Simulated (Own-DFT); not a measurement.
# Point defects and the pressure they add: zincblende GaAs

Everything here is calculated. The program is Own-DFT (plane waves, in-house, since retired, never reviewed by a person); positions were held fixed, and spin and spin-orbit coupling were off.

Settings: PBE; PseudoDojo norm-conserving scalar-relativistic files; cutoff 42 hartree; 3 x 3 x 3 k mesh centred on Gamma; Fermi-Dirac smearing of 0.1 eV.

Keep in mind (not all hold for every row): not probed for a lower state with spin; forces on such cells failed a check on a denser k mesh; forces not confirmed at this smearing and k mesh; forces on such cells passed a denser k mesh, each cell not checked; stress not checked against mesh or cutoff.

All runs share one cell, with vectors in Å (11.307, 0.000, 0.000); (0.000, 11.307, 0.000); (0.000, 0.000, 11.307) and a volume of 1445.4 Å³. The atoms are randomly displaced, by u rms on each axis. The defect's site can differ from row to row.

```
cell,formula,u (Å),P (GPa)
no defect,As32Ga32,0.0204,3.51
no defect,As32Ga32,0.0431,3.82
no defect,As32Ga32,0.0523,4.00
two As vacancies,As30Ga32,0.0291,3.20
two As vacancies,As30Ga32,0.0294,3.23
two As vacancies,As30Ga32,0.0496,3.41
two Ga vacancies,As32Ga30,0.0280,?
two Ga vacancies,As32Ga30,0.0308,2.95
two Ga vacancies,As32Ga30,0.0309,2.95
two Ga vacancies,As32Ga30,0.0314,2.95
one P on an As site,As31Ga32P,0.0287,3.34
one P on an As site,As31Ga32P,0.0293,3.36
one P on an As site,As31Ga32P,0.0323,3.35
one Al on a Ga site,AlAs32Ga31,0.0483,3.98
one Al on a Ga site,AlAs32Ga31,0.0488,3.91
one Al on a Ga site,AlAs32Ga31,0.0533,3.93
```

## Fit

P = P0 + c u² + a shift for each defect gives P0 = 3.50 GPa, c = 169 ± 21 GPa/Å² and a scatter of 0.05 GPa. The shifts, and each times the cell's volume:

- one Al on a Ga site: 0.02 ± 0.04 GPa, 0.2 eV (not resolved)
- one P on an As site: -0.30 ± 0.04 GPa, -2.7 eV
- two As vacancies: -0.45 ± 0.04 GPa, -4.1 eV (-2.0 eV for each of its 2 sites)
- two Ga vacancies: -0.71 ± 0.04 GPa, -6.4 eV (-3.2 eV for each of its 2 sites)

Positive is outwards. The product with the volume (160.2 GPa Å³ to the eV) is nearly free of the cell's size; divided by the bulk modulus at the cell's pressure it gives the volume that the defect adds. The atoms around the defects weren't relaxed, which would change these numbers.

## The run left out

Asked: what pressure belongs in the blank (two Ga vacancies, u = 0.0280 Å)?

The fit gives 2.92 ± 0.05 GPa. DFT gave 2.91 GPa.
